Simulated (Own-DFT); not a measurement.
# What random displacements cost in diamond germanium, 16 atoms (Ge16)

All numbers below are calculated, not measured. They come from Own-DFT, an in-house plane-wave density functional program, since retired, whose code no person has reviewed. Each row is one single-point run on a periodic cell that was not relaxed, without spin or spin-orbit coupling.

Settings of every run: PBE; PseudoDojo norm-conserving scalar-relativistic files; cutoff 42 hartree; 5 x 5 x 5 k mesh centred on Gamma; Fermi-Dirac smearing of 0.1 eV.

Known limits: k mesh not checked against a denser one; stress not checked against mesh or cutoff.

Cell vectors in Å: (0.000, 5.658, 5.658); (5.658, 0.000, 5.658); (5.658, 5.658, 0.000). In each run every atom was moved at random and independently from its ideal site; u is the rms move along one axis. E is the free energy for each atom above the fitted value at u = 0, and F the rms of the force components.

| run | u (Å) | E (meV/atom) | F (eV/Å) | largest force (eV/Å) | P (GPa) |
|---|---|---|---|---|---|
| 1 | 0.0189 | 6.7 | 0.306 | 0.76 | 3.91 |
| 2 | 0.0235 | 10.6 | 0.379 | 1.07 | 3.95 |
| 3 | 0.0436 | 27.7 | 0.546 | 1.61 | 4.13 |
| 4 | 0.0562 | ? | ? | ? | ? |
| 5 | 0.0611 | 67.8 | 0.994 | 3.06 | 4.71 |
| 6 | 0.0967 | 185.8 | 1.620 | 5.33 | 6.30 |
| 7 | 0.1066 | 202.4 | 1.554 | 4.71 | 6.21 |
| 8 | 0.1574 | 451.3 | 2.678 | 7.04 | 9.77 |

## Worked fit

For small independent moves the energy grows as E = (3/2) K u², with K the mean stiffness felt by one atom. The runs with u up to 0.11 Å give K = 12.0 ± 0.7 eV/Å², with residuals divided by u² + 0.0006 Å², since the noise grows with the moves. The scatter is 5.0 meV/atom at u = 0.05 Å. The forces follow F = G u with G = 15.5 eV/Å²; no force at u = 0 is resolved. G exceeds K because the moves of its neighbours add to the force on an atom, and stiffness differs between atoms. At u = 0.157 Å the parabola gives 446 meV/atom and the run 451. The pressure follows P = 3.81 + 233 u² GPa: at fixed volume, shortened bonds push harder than stretched ones pull.

## Withheld run

Question: what energy and rms force should run 4 give?

The fit gives 57 ± 7 meV/atom and about 0.87 eV/Å. The calculation gave 69.3 meV/atom and 1.001 eV/Å.
